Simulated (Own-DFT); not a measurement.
# A layer strained by its substrate: diamond-structure GeSn with randomly placed atoms, 64 atoms (Ge52Sn12)

No measurement is shown. These are fixed-geometry runs of a retired plane-wave code named Own-DFT, which no person has reviewed; spin and spin-orbit coupling are neglected.

All runs used: PBE; PseudoDojo norm-conserving scalar-relativistic files; cutoff 49 hartree; 3 x 3 x 3 k mesh centred on Gamma; Fermi-Dirac smearing of 0.1 eV.

Limits: forces on such cells moved up to 12 meV/angstrom on a denser k mesh; stress not checked against mesh or cutoff.

Unstrained cell vectors in Å: (11.628, 0.000, 0.000); (0.000, 11.628, 0.000); (0.000, 0.000, 11.628). The unstrained cell has measured lattice constants (interpolated for alloys), not those of this functional. That, the random moves and any unrelaxed bonds set the pressure at no strain. Each run strains x and y alike by e, as a substrate would, and holds the height along z. Each coordinate of each atom was shifted by a normal deviate of width 0.05 Å. The random placing of the alloy's atoms differs from row to row. Stress is positive in tension.

| e (%) | u (Å) | (s_xx + s_yy)/2 (GPa) | s_zz (GPa) |
|---|---|---|---|
| -2.75 | 0.050 | -10.61 | -9.42 |
| -1.75 | 0.052 | -8.65 | -7.78 |
| -1.00 | 0.051 | ? | ? |
| -0.50 | 0.053 | -6.37 | -6.17 |
| 0.25 | 0.052 | -5.24 | -5.26 |
| 1.00 | 0.054 | -4.20 | -4.65 |
| 1.75 | 0.050 | -2.65 | -3.56 |
| 2.00 | 0.053 | -2.42 | -3.33 |
| 2.25 | 0.052 | -2.09 | -3.17 |
| 2.75 | 0.049 | -1.62 | -2.86 |

## Fit

With e as a fraction, the in-plane stress is -5.6 + 166 e - 597 e² GPa (errors 3 and 185, scatter 0.15), and s_zz is -5.6 + 120 e - 678 e² GPa (slope ± 2, scatter 0.12). At e = 0 the first slope is C11 + C12 and the second 2 C12, both with the ions held to the strained lattice and at the cell's own pressure. The term in e² is negative: the layer stiffens under compression and softens under tension. A free layer would change its height as e changes, and the in-plane slope would drop by 2 C12²/C11 to the biaxial modulus. At fixed height, a misfit of 1 % moves the in-plane stress by about 1.7 GPa and s_zz by 1.2 GPa.

## Withheld run

Asked: what are the two stresses at e = -1.00 %?

The fit gives -7.3 and -6.8 GPa. Computed: -7.20 and -6.56 GPa.
